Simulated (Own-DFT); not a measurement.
# Response to strain: 2H SiC, 32 atoms (C16Si16)

These are calculations, not measurements. They come from Own-DFT, an in-house plane-wave density functional program, since retired, whose code no person has reviewed. Each row is one single-point run on a periodic cell that was not relaxed, without spin or spin-orbit coupling.

Settings of every run: PBE; PseudoDojo norm-conserving scalar-relativistic files; cutoff 42 hartree; 5 x 5 x 3 k mesh centred on Gamma; Fermi-Dirac smearing of 0.1 eV.

Known limits: forces on such cells passed a denser k mesh, each cell not checked; stress not checked against mesh or cutoff.

Unstrained cell vectors in Å: (6.165, 0.000, 0.000); (-3.083, 5.339, 0.000); (0.000, 0.000, 10.068). The unstrained cell has measured lattice constants (interpolated for alloys), not those of this functional. That, the random moves and any unrelaxed bonds set the pressure at no strain. Each run strains this cell uniformly, with the atoms carried along. Every atom was also moved at random, by a Gaussian of width 0.05 Å on each axis. Strain is the symmetric tensor, in per cent. Stress is positive in tension, and the pressure is minus a third of its trace.

| run | e_xx (%) | e_yy (%) | e_zz (%) | e_yz (%) | e_xz (%) | e_xy (%) | s_xx (GPa) | s_yy (GPa) | s_zz (GPa) | s_yz (GPa) | s_xz (GPa) | s_xy (GPa) | P (GPa) | E (meV/atom) |
|---|---|---|---|---|---|---|---|---|---|---|---|---|---|---|
| 1 | -1.61 | -0.44 | -0.59 | 1.60 | -1.52 | -1.69 | -12.39 | -8.18 | -14.62 | 5.01 | -4.39 | -9.97 | 11.73 | 27.2 |
| 2 | -0.31 | -0.63 | -1.90 | 0.34 | -1.17 | 1.19 | -8.47 | -9.09 | -18.76 | 2.59 | -3.68 | 4.37 | 12.11 | 31.5 |
| 3 | 1.27 | -0.68 | -0.63 | -0.95 | 1.68 | -1.68 | 2.97 | -10.56 | -10.49 | -2.80 | 5.13 | -6.91 | 6.02 | 51.0 |
| 4 | -1.46 | -0.10 | 1.92 | 1.29 | -1.13 | 1.33 | -13.35 | -5.31 | 3.88 | 4.59 | -2.74 | 7.18 | 4.93 | 16.1 |
| 5 | 1.91 | 0.25 | -1.29 | 0.05 | 0.89 | -1.33 | 6.57 | -2.75 | -15.72 | 0.52 | 1.96 | -5.48 | 3.97 | 18.1 |
| 6 | -1.69 | 0.87 | -0.66 | 0.42 | -1.99 | -0.98 | -10.80 | -0.83 | -13.76 | 1.44 | -6.50 | -4.07 | 8.46 | 11.6 |
| 7 | -0.15 | 0.89 | 0.41 | 0.13 | -1.72 | 1.63 | -3.70 | 0.32 | -5.61 | 1.39 | -5.89 | 8.99 | 3.00 | 14.7 |
| 8 | 1.25 | -1.77 | -0.14 | 1.78 | 0.84 | 0.29 | 1.39 | -12.84 | -9.54 | 5.01 | 3.19 | 3.59 | 7.00 | 22.8 |
| 9 | -1.21 | 0.49 | -0.10 | -0.88 | -1.82 | -1.19 | -12.41 | -6.01 | -6.02 | -2.47 | -7.83 | -5.71 | 8.15 | 51.3 |
| 10 | 1.58 | 0.74 | 0.33 | -1.88 | -1.92 | -0.57 | 4.54 | -0.07 | -3.86 | -6.35 | -4.60 | -1.62 | -0.20 | 21.2 |
| 11 | 0.78 | 0.37 | -0.38 | 1.48 | -1.09 | 0.18 | 0.83 | -1.04 | -10.53 | 3.91 | -4.10 | -1.24 | 3.58 | 17.1 |
| 12 | 1.22 | 1.31 | 1.41 | -0.46 | -1.08 | 0.58 | 4.90 | 2.62 | 2.46 | -1.55 | -4.29 | 2.75 | -3.33 | 3.5 |
| 13 | 1.86 | -1.63 | -0.94 | -0.95 | 1.30 | -0.83 | 5.08 | -10.32 | -17.94 | -2.41 | 4.93 | -5.40 | 7.73 | 37.5 |
| 14 | 0.22 | -1.46 | -1.32 | -1.63 | -1.84 | -1.31 | -3.56 | -16.20 | -15.96 | -5.22 | -6.24 | -4.88 | 11.90 | 42.7 |
| 15 | 1.85 | -0.12 | 0.79 | 1.57 | -1.88 | -0.39 | 5.02 | -4.35 | -3.89 | 4.91 | -7.16 | -0.30 | 1.07 | 47.4 |
| 16 | 0.59 | 1.95 | -0.30 | -1.18 | 0.27 | 1.39 | 1.44 | 6.01 | -8.65 | -3.19 | 0.94 | 7.11 | 0.40 | 0.0 |
| 17 | 0.23 | 0.58 | -1.64 | -0.56 | 1.86 | 1.22 | -0.71 | -4.84 | -15.74 | -1.80 | 6.62 | 3.31 | 7.10 | 15.1 |
| 18 | -0.39 | 0.53 | -0.66 | 1.22 | 1.59 | -0.43 | ? | ? | ? | ? | ? | ? | ? | ? |

E is the free energy for each atom above the lowest run shown.

## Worked fit

Each stress component was fitted by least squares to a constant and the strains of the runs shown, as fractions, with shears doubled. Shear strains stay in the fit of a normal stress only where such slopes are resolved. The slopes, in GPa:

| stress | at no strain | per e_xx | per e_yy | per e_zz | scatter |
|---|---|---|---|---|---|
| s_xx | -4.1 | 555 ± 24 | 113 ± 31 | -24 ± 31 | 1.22 |
| s_yy | -5.2 | 77 ± 35 | 522 ± 44 | 66 ± 44 | 1.73 |
| s_zz | -8.0 | 19 ± 35 | 92 ± 45 | 604 ± 45 | 1.76 |

Each shear stress against twice its own strain: yz 151 ± 7, xz 167 ± 11, xy 234 ± 18 GPa. These are stiffnesses along x, y and z of the frame in which the cell vectors are given, which need not be the crystal's axes. The atoms are held to the strained lattice; where symmetry lets them move under strain, relaxing them would lower some slopes. The table should be nearly symmetric about its diagonal, and what it lacks of that shows the noise. A ninth of its sum, 225 ± 5 GPa, estimates the bulk modulus near the mean pressure of these runs, 5.5 GPa, so it lies above the value at zero pressure.

## Withheld run

Question: what normal stresses and pressure should run 18 give?

The fit gives s_xx = -5.5, s_yy = -3.2, s_zz = -11.6 and P = 6.8 GPa. The calculation gave -5.53, -1.51, -10.76 and P = 5.93 GPa.
